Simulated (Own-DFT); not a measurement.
# Computed records: GaP (zincblende, atoms displaced), GaAs (zincblende with one plane slipped along a stacking-fault path, atoms displaced), GaP (zincblende, strained, atoms displaced)

Computed with Own-DFT development build. A calculation, not a measurement: plane-wave PBE density functional theory by an unreviewed code, no spin, of a simulated periodic cell, stress positive in tension, free energy of the whole cell less one offset for each atom, forces on such cells passed a denser k mesh, this cell's mesh not checked; offsets are fitted by least squares, one for each functional and potential file, so energies compare only between cells with the same atoms and settings and are not formation energies; the far tail of each file's local potential was reset to the Coulomb form; each entry is a single point on an unrelaxed cell, so the pressure reflects the starting lattice, mostly measured values (interpolated for alloys), from which strain is counted, and rises with the displacements; printed positions are rounded, which can move forces by about a meV/angstrom; the program, named Own-DFT, is a retired in-house code; no spin-orbit coupling.

Common to all runs: functional PBE; potential files PseudoDojo norm-conserving, scalar-relativistic, standard set; wave cutoff 42 hartree; occupations Fermi-Dirac; smearing width 0.1 eV.

(1) GaP (zincblende, atoms displaced)

```cif
# cell vector a (Å): 10.9010 0.0000 0.0000
# cell vector b (Å): 0.0000 10.9010 0.0000
# cell vector c (Å): 0.0000 0.0000 10.9010
data_GaP
_symmetry_space_group_name_H-M 'P 1'
_symmetry_Int_Tables_number 1
_cell_length_a 10.9010
_cell_length_b 10.9010
_cell_length_c 10.9010
_cell_angle_alpha 90.000
_cell_angle_beta 90.000
_cell_angle_gamma 90.000
_cell_volume 1295.39
loop_
_atom_site_label
_atom_site_type_symbol
_atom_site_fract_x
_atom_site_fract_y
_atom_site_fract_z
_atom_site_occupancy
Ga1 Ga 0.98685 0.01263 0.98267 1
Ga2 Ga 0.99417 0.24833 0.25888 1
Ga3 Ga 0.24619 0.99789 0.24514 1
Ga4 Ga 0.23429 0.24297 0.00323 1
P1 P 0.13038 0.13178 0.12498 1
P2 P 0.13268 0.37561 0.37696 1
P3 P 0.36132 0.12134 0.36300 1
P4 P 0.37444 0.36995 0.13779 1
Ga5 Ga 0.02148 0.00390 0.51154 1
Ga6 Ga 0.98810 0.24796 0.75720 1
Ga7 Ga 0.24318 0.00087 0.74421 1
Ga8 Ga 0.24536 0.24914 0.49275 1
P5 P 0.12040 0.11734 0.61285 1
P6 P 0.13468 0.38596 0.87185 1
P7 P 0.36267 0.11597 0.88251 1
P8 P 0.37031 0.36772 0.63638 1
Ga9 Ga 0.99861 0.49710 0.00112 1
Ga10 Ga 0.00151 0.74500 0.25029 1
Ga11 Ga 0.25614 0.50494 0.24614 1
Ga12 Ga 0.24756 0.74038 0.98644 1
P9 P 0.13226 0.62895 0.12281 1
P10 P 0.14103 0.86844 0.35346 1
P11 P 0.37953 0.61571 0.38400 1
P12 P 0.36004 0.87957 0.12658 1
Ga13 Ga 0.99101 0.51376 0.50653 1
Ga14 Ga 0.98941 0.74783 0.77287 1
Ga15 Ga 0.24698 0.49353 0.75291 1
Ga16 Ga 0.24862 0.75373 0.49678 1
P13 P 0.13659 0.61765 0.61601 1
P14 P 0.11457 0.87595 0.89421 1
P15 P 0.38346 0.62351 0.86333 1
P16 P 0.37336 0.88412 0.63779 1
Ga17 Ga 0.50102 0.99458 0.98418 1
Ga18 Ga 0.50119 0.24513 0.25355 1
Ga19 Ga 0.75588 0.98440 0.26289 1
Ga20 Ga 0.74288 0.24892 0.00472 1
P17 P 0.63988 0.13387 0.12333 1
P18 P 0.63366 0.36403 0.37271 1
P19 P 0.88586 0.11126 0.38796 1
P20 P 0.87286 0.37023 0.12536 1
Ga21 Ga 0.49774 0.98870 0.52562 1
Ga22 Ga 0.50394 0.25644 0.74970 1
Ga23 Ga 0.74401 0.99505 0.74257 1
Ga24 Ga 0.76063 0.24927 0.49996 1
P21 P 0.62215 0.13112 0.61422 1
P22 P 0.60960 0.36127 0.87174 1
P23 P 0.87053 0.11935 0.87559 1
P24 P 0.87843 0.37126 0.62592 1
Ga25 Ga 0.51033 0.51841 0.01286 1
Ga26 Ga 0.49220 0.76145 0.26188 1
Ga27 Ga 0.75411 0.49995 0.25098 1
Ga28 Ga 0.74674 0.74642 0.99679 1
P25 P 0.63556 0.62764 0.10884 1
P26 P 0.61264 0.88076 0.37514 1
P27 P 0.86984 0.63417 0.38548 1
P28 P 0.87312 0.87421 0.11179 1
Ga29 Ga 0.49831 0.50646 0.50390 1
Ga30 Ga 0.51335 0.74081 0.75041 1
Ga31 Ga 0.74460 0.50527 0.76292 1
Ga32 Ga 0.75871 0.76818 0.50322 1
P29 P 0.61927 0.63169 0.63370 1
P30 P 0.61446 0.86952 0.87638 1
P31 P 0.86724 0.61801 0.86731 1
P32 P 0.88991 0.86327 0.63269 1
```

```
hardware                          : one NVIDIA H100
k mesh                            : 3 x 3 x 3 centred on Gamma
free energy of cell above offsets : -25.800 eV
pressure                          : 4.98 GPa
stress xx                         : -5.06 GPa
stress yy                         : -5.11 GPa
stress zz                         : -4.78 GPa
stress yz                         : -0.01 GPa
stress xz                         : -0.53 GPa
stress xy                         : -1.26 GPa
wall time                         : 595.4 s
```

Force:
```tsv
element	x (eV/Å)	y (eV/Å)	z (eV/Å)
Ga	2.174	-1.302	3.388
Ga	0.89	-0.038	-0.205
Ga	0.109	1.423	-0.831
Ga	2.251	1.923	-1.064
P	-3.037	-1.59	1.017
P	-1.867	1.315	-0.487
P	1.639	0.002	1.729
P	0.455	0.633	-1.731
Ga	-3.084	-4.665	-3.613
Ga	1.44	0.221	-0.449
Ga	-0.789	0.209	1.349
Ga	0.878	-0.327	0.652
P	2.989	4.221	4.206
P	-2.417	-2.294	1.507
P	0.498	1.096	-1.088
P	0.14	0.277	-1.718
Ga	0.262	0.214	0.176
Ga	-0.379	0.388	-0.653
Ga	-0.34	-0.524	0.551
Ga	0.953	0.629	0.622
P	-0.927	-0.941	0.005
P	-2.063	-0.27	2.419
P	-0.683	1.662	-1.213
P	2.063	-1.303	-1.487
Ga	0.996	-1.456	-0.348
Ga	2.078	-0.057	-1.155
Ga	1.534	1.48	-1.444
Ga	0.905	0.028	0.259
P	-0.933	1.089	1.512
P	0.658	-0.142	-2.034
P	-0.836	-0.426	1.124
P	-0.521	-2.87	0.065
Ga	-0.87	1.07	2.514
Ga	0.083	-0.371	-0.256
Ga	0.208	1.223	-1.261
Ga	1.101	1.246	-1.751
P	-2.172	-2.926	1.699
P	-0.569	1.284	0.595
P	-0.59	0.139	-0.646
P	0.455	0.379	0.017
Ga	0.128	1.676	-2.57
Ga	-1.932	-2.64	-1.083
Ga	0.069	-0.021	-0.023
Ga	-0.066	-0.322	-0.311
P	0.488	-0.225	1.125
P	2.482	2.846	2.451
P	-2.454	1.964	-1.737
P	-0.7	1.134	0.463
Ga	-2.829	-3.157	-1.822
Ga	-0.746	-1.285	-1.495
Ga	-0.317	0.178	-0.057
Ga	1.09	1.223	-1.125
P	0.24	0.718	4.181
P	1.077	0.071	1.534
P	0.019	-0.415	-1.372
P	0.325	-0.091	1.186
Ga	0.969	-1.958	0.925
Ga	-2.523	2.083	0.819
Ga	-1.515	-2.303	-1.859
Ga	-1.573	-0.626	0.036
P	2.59	-1.583	-2.558
P	2.02	-0.121	-0.853
P	0.89	0.323	2.557
P	-0.413	1.881	-0.377
```

(2) GaAs (zincblende with one plane slipped along a stacking-fault path, atoms displaced)

```cif
# cell vector a (Å): 5.6533 -5.6533 0.0000
# cell vector b (Å): 0.0000 5.6533 -5.6533
# cell vector c (Å): 12.1546 12.1546 9.6106
data_GaAs
_symmetry_space_group_name_H-M 'P 1'
_symmetry_Int_Tables_number 1
_cell_length_a 7.9950
_cell_length_b 7.9950
_cell_length_c 19.6935
_cell_angle_alpha 84.759
_cell_angle_beta 90.000
_cell_angle_gamma 120.000
_cell_volume 1084.07
loop_
_atom_site_label
_atom_site_type_symbol
_atom_site_fract_x
_atom_site_fract_y
_atom_site_fract_z
_atom_site_occupancy
Ga1 Ga 0.00155 0.01628 0.00058 1
As1 As 0.99485 0.97911 0.12524 1
Ga2 Ga 0.14108 0.29525 0.16365 1
As2 As 0.11739 0.23868 0.29033 1
Ga3 Ga 0.28624 0.05466 0.33600 1
As3 As 0.25884 0.01828 0.46699 1
Ga4 Ga 0.07710 0.16297 0.50118 1
As4 As 0.06543 0.10873 0.62781 1
Ga5 Ga 0.21598 0.43091 0.66692 1
As5 As 0.19109 0.40366 0.79283 1
Ga6 Ga 0.34143 0.19884 0.82942 1
As6 As 0.33670 0.17382 0.96028 1
Ga7 Ga 0.99132 0.49427 0.00187 1
As7 As 0.98415 0.45677 0.12482 1
Ga8 Ga 0.14580 0.77184 0.16705 1
As8 As 0.12205 0.74928 0.29572 1
Ga9 Ga 0.28749 0.56816 0.33466 1
As9 As 0.25757 0.52081 0.46155 1
Ga10 Ga 0.06864 0.63146 0.50024 1
As10 As 0.06337 0.62152 0.62299 1
Ga11 Ga 0.22372 0.93457 0.66231 1
As11 As 0.19205 0.90377 0.79462 1
Ga12 Ga 0.36145 0.70653 0.83596 1
As12 As 0.34537 0.68742 0.96096 1
Ga13 Ga 0.50937 0.00667 0.00184 1
As13 As 0.48187 0.96263 0.12091 1
Ga14 Ga 0.64549 0.27568 0.16894 1
As14 As 0.61227 0.25708 0.29139 1
Ga15 Ga 0.77448 0.05998 0.32957 1
As15 As 0.75193 0.02340 0.45641 1
Ga16 Ga 0.56856 0.14186 0.50073 1
As16 As 0.55743 0.11863 0.62265 1
Ga17 Ga 0.70716 0.43082 0.66367 1
As17 As 0.69872 0.40987 0.78872 1
Ga18 Ga 0.85113 0.20342 0.83777 1
As18 As 0.85144 0.18974 0.95903 1
Ga19 Ga 0.49817 0.49594 0.00087 1
As19 As 0.47737 0.46006 0.12186 1
Ga20 Ga 0.64518 0.78183 0.16145 1
As20 As 0.62909 0.75024 0.29003 1
Ga21 Ga 0.79000 0.56424 0.33238 1
As21 As 0.76242 0.54252 0.45891 1
Ga22 Ga 0.56079 0.65612 0.50529 1
As22 As 0.55612 0.62261 0.62020 1
Ga23 Ga 0.71594 0.94311 0.66537 1
As23 As 0.69839 0.89000 0.79755 1
Ga24 Ga 0.86790 0.72678 0.83322 1
As24 As 0.84186 0.68155 0.96126 1
```

```
k mesh                            : 4 x 4 x 2 centred on Gamma
free energy of cell above offsets : -16.576 eV
pressure                          : 4.33 GPa
stress xx                         : -5 GPa
stress yy                         : -4.98 GPa
stress zz                         : -3.02 GPa
stress yz                         : 0.37 GPa
stress xz                         : 0.53 GPa
stress xy                         : -0.63 GPa
```

Force:
```tsv
element	x (eV/Å)	y (eV/Å)	z (eV/Å)
Ga	0.416	-0.742	1.038
As	-0.365	-0.484	0.98
Ga	1.191	-0.434	0.959
As	0.506	0.106	-0.169
Ga	0.197	1.616	-0.339
As	-1.996	-0.931	0.456
Ga	0.058	0.448	-0.221
As	-0.852	0.715	-0.528
Ga	0.111	0.307	-0.245
As	-0.346	-0.876	0.792
Ga	1.977	1.675	-1.811
As	-0.245	-0.509	-0.716
Ga	0.655	-0.039	-1.092
As	-0.767	1.04	-0.428
Ga	0.036	0.804	-0.561
As	-0.347	-1.524	0.074
Ga	-0.305	-0.338	0.228
As	-1.026	-1.773	0.562
Ga	0.298	1.866	-1.31
As	-0.404	0.018	1.149
Ga	0.719	0.611	0.746
As	-0.67	-2.948	0.774
Ga	0.061	1.132	-0.571
As	-0.382	-0.08	0.489
Ga	-0.631	-0.418	-0.565
As	0.901	0.56	0.803
Ga	-0.654	0.259	-0.452
As	0.358	-1.151	0.73
Ga	0.327	0.674	-0.701
As	0.135	-1.171	0.784
Ga	0.926	0.642	-1.814
As	0.403	0.004	0.263
Ga	0.795	0.195	-0.676
As	-0.05	-0.221	1.135
Ga	-0.522	0.303	-1.399
As	-0.79	0.469	0.324
Ga	-0.375	-0.322	-0.53
As	0.928	-0.061	0.526
Ga	0.358	0.219	-0.091
As	-0.703	-0.502	0.46
Ga	0.091	1.247	-0.11
As	-1.045	-0.703	1.19
Ga	0.257	-1.047	-2.079
As	1.415	1.263	1.453
Ga	0.719	-0.069	0.551
As	-0.996	-0.323	-0.829
Ga	-0.119	0.358	1.158
As	-0.252	0.137	-0.385
```

(3) GaP (zincblende, strained, atoms displaced)

```cif
# cell vector a (Å): 10.8620 0.0000 0.0000
# cell vector b (Å): 0.0000 10.8620 0.0000
# cell vector c (Å): 0.0000 0.0000 10.9361
data_GaP
_symmetry_space_group_name_H-M 'P 1'
_symmetry_Int_Tables_number 1
_cell_length_a 10.8620
_cell_length_b 10.8620
_cell_length_c 10.9361
_cell_angle_alpha 90.000
_cell_angle_beta 90.000
_cell_angle_gamma 90.000
_cell_volume 1290.27
loop_
_atom_site_label
_atom_site_type_symbol
_atom_site_fract_x
_atom_site_fract_y
_atom_site_fract_z
_atom_site_occupancy
Ga1 Ga 0.00381 0.00173 0.99341 1
Ga2 Ga 0.00073 0.25467 0.24651 1
Ga3 Ga 0.24571 0.00000 0.24875 1
Ga4 Ga 0.25508 0.25300 0.00560 1
P1 P 0.12676 0.12433 0.12320 1
P2 P 0.12092 0.38305 0.37444 1
P3 P 0.37210 0.13213 0.37069 1
P4 P 0.37519 0.36772 0.11957 1
Ga5 Ga 0.00508 0.99941 0.50599 1
Ga6 Ga 0.99704 0.24913 0.74898 1
Ga7 Ga 0.24882 0.00066 0.75339 1
Ga8 Ga 0.25610 0.24985 0.49377 1
P5 P 0.12846 0.12196 0.62183 1
P6 P 0.13019 0.37878 0.88161 1
P7 P 0.38752 0.11909 0.87271 1
P8 P 0.37233 0.36023 0.62814 1
Ga9 Ga 0.99756 0.49026 0.99494 1
Ga10 Ga 0.00411 0.74920 0.25180 1
Ga11 Ga 0.24635 0.49509 0.25016 1
Ga12 Ga 0.24962 0.75333 0.99931 1
P9 P 0.11352 0.62995 0.13083 1
P10 P 0.12291 0.87251 0.37944 1
P11 P 0.36971 0.62898 0.37813 1
P12 P 0.37215 0.87230 0.12269 1
Ga13 Ga 0.99907 0.49600 0.50433 1
Ga14 Ga 0.99759 0.75024 0.75020 1
Ga15 Ga 0.24768 0.50394 0.75680 1
Ga16 Ga 0.25585 0.74431 0.50237 1
P13 P 0.12431 0.62831 0.62445 1
P14 P 0.12997 0.86695 0.86949 1
P15 P 0.38418 0.63509 0.87609 1
P16 P 0.38400 0.87455 0.62959 1
Ga17 Ga 0.49456 0.00075 0.00080 1
Ga18 Ga 0.50619 0.25627 0.24431 1
Ga19 Ga 0.74890 0.99637 0.24415 1
Ga20 Ga 0.75424 0.25224 0.00156 1
P17 P 0.62475 0.12720 0.13069 1
P18 P 0.62610 0.36949 0.37519 1
P19 P 0.87190 0.12778 0.37832 1
P20 P 0.86867 0.37935 0.11700 1
Ga21 Ga 0.50251 0.99346 0.50081 1
Ga22 Ga 0.50765 0.24781 0.74360 1
Ga23 Ga 0.74155 0.99028 0.76263 1
Ga24 Ga 0.75293 0.25834 0.50280 1
P21 P 0.62916 0.12600 0.62372 1
P22 P 0.62015 0.37865 0.88273 1
P23 P 0.87738 0.13155 0.87819 1
P24 P 0.88163 0.37207 0.62262 1
Ga25 Ga 0.50052 0.50491 0.99762 1
Ga26 Ga 0.50637 0.74978 0.24472 1
Ga27 Ga 0.74794 0.49577 0.24866 1
Ga28 Ga 0.74802 0.74169 0.99605 1
P25 P 0.62180 0.62536 0.12067 1
P26 P 0.63254 0.88016 0.38316 1
P27 P 0.88212 0.62437 0.37301 1
P28 P 0.87885 0.87022 0.13406 1
Ga29 Ga 0.50009 0.50180 0.50107 1
Ga30 Ga 0.49163 0.74188 0.74538 1
Ga31 Ga 0.74907 0.49588 0.74288 1
Ga32 Ga 0.75295 0.73985 0.49895 1
P29 P 0.62697 0.63008 0.61506 1
P30 P 0.62086 0.87060 0.87886 1
P31 P 0.87716 0.62698 0.87411 1
P32 P 0.87662 0.87978 0.62643 1
```

```
hardware                          : one NVIDIA H100
k mesh                            : 3 x 3 x 3 centred on Gamma
free energy of cell above offsets : -32.795 eV
pressure                          : 3.69 GPa
stress xx                         : -3.88 GPa
stress yy                         : -3.73 GPa
stress zz                         : -3.45 GPa
stress yz                         : 0.07 GPa
stress xz                         : 0.68 GPa
stress xy                         : 0.25 GPa
wall time                         : 529.7 s
```

Force:
```tsv
element	x (eV/Å)	y (eV/Å)	z (eV/Å)
Ga	-0.076	-0.64	0.536
Ga	-0.503	-0.324	0.221
Ga	0.283	-0.217	0.418
Ga	-0.438	-1.508	-1.319
P	-0.26	0.299	-0.112
P	0.349	-1.227	0.249
P	1.049	-1.226	-0.4
P	0.704	2.001	0.967
Ga	-0.733	0.182	-0.796
Ga	1.176	-0.129	0.166
Ga	0.613	-0.043	-0.281
Ga	-1.26	0.193	0.151
P	0.228	0.828	0.564
P	-0.159	-0.985	-0.748
P	-1.463	1.196	-0.265
P	0.172	2.042	0.12
Ga	-0.023	1.523	0.506
Ga	-0.441	0.692	0.884
Ga	0.379	0.87	-0.458
Ga	-0.321	-0.742	0.475
P	1.63	-1.442	-1.63
P	0.676	0.13	0.028
P	1.19	-1.054	-1.265
P	0.265	0.456	0.67
Ga	0.37	1.003	-0.362
Ga	-0.018	0.151	-0.434
Ga	0.663	0.042	-0.601
Ga	-0.581	1.297	0.465
P	0.017	-0.583	0.358
P	-0.607	0.895	0.337
P	-1.702	-1.515	0.588
P	-1.418	0.245	-0.531
Ga	0.885	-0.415	0.733
Ga	-0.694	-0.551	0.615
Ga	0.372	0.491	0.885
Ga	-1.037	-0.434	-0.134
P	0.248	-0.503	-1.191
P	-0.191	1.127	0.177
P	0.589	-0.223	-0.478
P	0.732	-0.285	1.121
Ga	-0.346	1.272	-0.127
Ga	-0.059	-0.003	0.87
Ga	0.973	1.141	-1.015
Ga	-0.097	-1.152	-0.286
P	0.384	-0.545	0.053
P	0.799	-0.609	-1.317
P	-0.561	-0.941	-0.409
P	-0.662	0.388	0.658
Ga	-0.663	-0.282	0.389
Ga	-0.518	0.593	1.089
Ga	0.05	0.656	0.228
Ga	0.508	0.903	0.505
P	0.586	-0.521	0.673
P	-0.202	-1.065	-1.153
P	-0.75	-0.663	0.134
P	-0.375	0.331	-1.653
Ga	-0.571	-0.635	-0.206
Ga	1.922	0.913	-0.373
Ga	-0.078	0.465	0.583
Ga	0.984	1.465	-0.474
P	-0.572	-1.151	1.472
P	-0.524	-0.595	0.258
P	-0.231	-0.933	-0.418
P	-0.662	-0.649	0.287
```

(4) GaP (zincblende, strained, atoms displaced)

```cif
# cell vector a (Å): 10.8620 0.0000 0.0000
# cell vector b (Å): 0.0000 10.8620 0.0000
# cell vector c (Å): 0.0000 0.0000 10.9361
data_GaP
_symmetry_space_group_name_H-M 'P 1'
_symmetry_Int_Tables_number 1
_cell_length_a 10.8620
_cell_length_b 10.8620
_cell_length_c 10.9361
_cell_angle_alpha 90.000
_cell_angle_beta 90.000
_cell_angle_gamma 90.000
_cell_volume 1290.27
loop_
_atom_site_label
_atom_site_type_symbol
_atom_site_fract_x
_atom_site_fract_y
_atom_site_fract_z
_atom_site_occupancy
Ga1 Ga 0.99365 0.00721 0.00570 1
Ga2 Ga 0.00462 0.25315 0.24964 1
Ga3 Ga 0.24623 0.00055 0.25727 1
Ga4 Ga 0.25172 0.25514 0.99430 1
P1 P 0.12542 0.11796 0.12872 1
P2 P 0.12345 0.37071 0.36777 1
P3 P 0.37531 0.13289 0.37402 1
P4 P 0.38134 0.37674 0.12979 1
Ga5 Ga 0.00376 0.00254 0.49781 1
Ga6 Ga 0.99912 0.24908 0.74270 1
Ga7 Ga 0.26144 0.00691 0.74870 1
Ga8 Ga 0.24333 0.24825 0.49550 1
P5 P 0.12199 0.12476 0.62367 1
P6 P 0.12586 0.37188 0.87222 1
P7 P 0.38103 0.11987 0.87491 1
P8 P 0.36938 0.36866 0.62679 1
Ga9 Ga 0.00254 0.50253 0.01121 1
Ga10 Ga 0.00015 0.75582 0.24508 1
Ga11 Ga 0.24267 0.50542 0.24223 1
Ga12 Ga 0.24613 0.74599 0.99246 1
P9 P 0.12566 0.62794 0.12548 1
P10 P 0.11964 0.87995 0.37517 1
P11 P 0.37326 0.63236 0.37715 1
P12 P 0.37929 0.87550 0.12944 1
Ga13 Ga 0.99877 0.50402 0.49913 1
Ga14 Ga 0.99708 0.75088 0.75503 1
Ga15 Ga 0.25496 0.49474 0.74520 1
Ga16 Ga 0.24502 0.75071 0.49562 1
P13 P 0.11348 0.62598 0.62294 1
P14 P 0.13649 0.87517 0.87746 1
P15 P 0.36572 0.63343 0.86797 1
P16 P 0.36730 0.86798 0.61999 1
Ga17 Ga 0.50137 0.00528 0.99387 1
Ga18 Ga 0.50502 0.25031 0.25293 1
Ga19 Ga 0.74625 0.00204 0.25523 1
Ga20 Ga 0.75130 0.24669 0.99026 1
P17 P 0.61642 0.13614 0.12808 1
P18 P 0.62874 0.37481 0.37173 1
P19 P 0.88035 0.12290 0.37595 1
P20 P 0.87516 0.38156 0.12844 1
Ga21 Ga 0.50238 0.00484 0.49887 1
Ga22 Ga 0.50038 0.25393 0.74705 1
Ga23 Ga 0.74806 0.00082 0.75008 1
Ga24 Ga 0.75521 0.24948 0.50277 1
P21 P 0.63015 0.13101 0.61159 1
P22 P 0.62199 0.37399 0.87382 1
P23 P 0.88286 0.11499 0.86954 1
P24 P 0.87094 0.37075 0.63143 1
Ga25 Ga 0.50160 0.48879 0.00150 1
Ga26 Ga 0.50274 0.74565 0.25152 1
Ga27 Ga 0.75227 0.49174 0.24736 1
Ga28 Ga 0.74625 0.75238 0.00188 1
P25 P 0.63006 0.61644 0.12004 1
P26 P 0.62558 0.88152 0.37611 1
P27 P 0.87271 0.62687 0.37288 1
P28 P 0.86964 0.87161 0.13226 1
Ga29 Ga 0.49843 0.49838 0.50320 1
Ga30 Ga 0.50659 0.75254 0.74892 1
Ga31 Ga 0.74799 0.49809 0.74972 1
Ga32 Ga 0.75015 0.74965 0.49409 1
P29 P 0.62641 0.61675 0.62521 1
P30 P 0.62391 0.87131 0.87644 1
P31 P 0.87804 0.62717 0.88362 1
P32 P 0.86972 0.87871 0.62724 1
```

```
hardware                          : one NVIDIA H100
k mesh                            : 3 x 3 x 3 centred on Gamma
free energy of cell above offsets : -33.040 eV
pressure                          : 3.64 GPa
stress xx                         : -3.84 GPa
stress yy                         : -3.72 GPa
stress zz                         : -3.36 GPa
stress yz                         : -0.22 GPa
stress xz                         : -0.31 GPa
stress xy                         : 0.41 GPa
wall time                         : 510.2 s
```

Force:
```tsv
element	x (eV/Å)	y (eV/Å)	z (eV/Å)
Ga	0.836	-1.637	0.181
Ga	-0.848	-0.879	-0.665
Ga	0.969	-0.139	-0.468
Ga	0.264	-0.779	0.87
P	0.21	1.273	-0.544
P	0.355	1.419	0.948
P	-0.08	-0.733	0.173
P	-1.136	-0.317	-0.124
Ga	-0.815	-0.397	0.728
Ga	0.276	-0.101	0.818
Ga	-0.948	-0.924	-0.379
Ga	0.218	0.133	0.255
P	0.773	-0.143	0.129
P	-0.535	0.621	0.104
P	-0.295	1.622	-0.422
P	0.391	0.129	-0.996
Ga	-0.034	-0.339	-1.073
Ga	0.03	-0.598	0.771
Ga	1.192	-0.537	1.043
Ga	0.716	0.575	1.432
P	-0.203	0.705	-0.282
P	0.377	-0.771	-0.063
P	-0.026	-1.241	-0.246
P	-0.495	-0.077	-0.565
Ga	-0.456	-0.826	-0.324
Ga	0.198	0.565	-0.014
Ga	-1.057	0.979	0.282
Ga	-0.736	-0.226	0.222
P	1.279	-0.033	0.382
P	-1.661	1.135	-0.603
P	1.593	-1.511	0.088
P	1.322	1.082	0.342
Ga	0.275	-0.944	1.431
Ga	-0.864	0.752	0.474
Ga	0.196	0.56	-0.591
Ga	0.322	0.082	0.689
P	1.653	-1.488	-1.152
P	-0.172	0.005	0.982
P	-0.38	0.704	-0.334
P	0.462	-1.778	-0.979
Ga	-0.925	-0.447	0.055
Ga	0.247	-0.854	-0.119
Ga	-0.495	-0.002	-0.293
Ga	0.443	0.476	-1.249
P	-0.889	-0.678	2.026
P	0.503	-0.145	-0.328
P	-0.904	1.244	-0.003
P	0.435	0.825	-0.776
Ga	-0.539	1.479	-0.5
Ga	0.392	0.308	-0.428
Ga	-0.382	1.284	0.578
Ga	0.422	-0.434	0.147
P	-0.608	0.429	0.525
P	-0.418	-0.953	0.006
P	0.316	-0.309	-0.479
P	-0.27	1.033	-0.93
Ga	-0.346	-0.233	-0.485
Ga	-0.882	-0.518	-0.511
Ga	0.496	0.299	0.833
Ga	-0.182	0.232	0.733
P	-0.008	1.072	-0.232
P	0.241	0.935	-0.117
P	-0.453	-0.42	-0.498
P	0.644	-0.548	-0.471
```
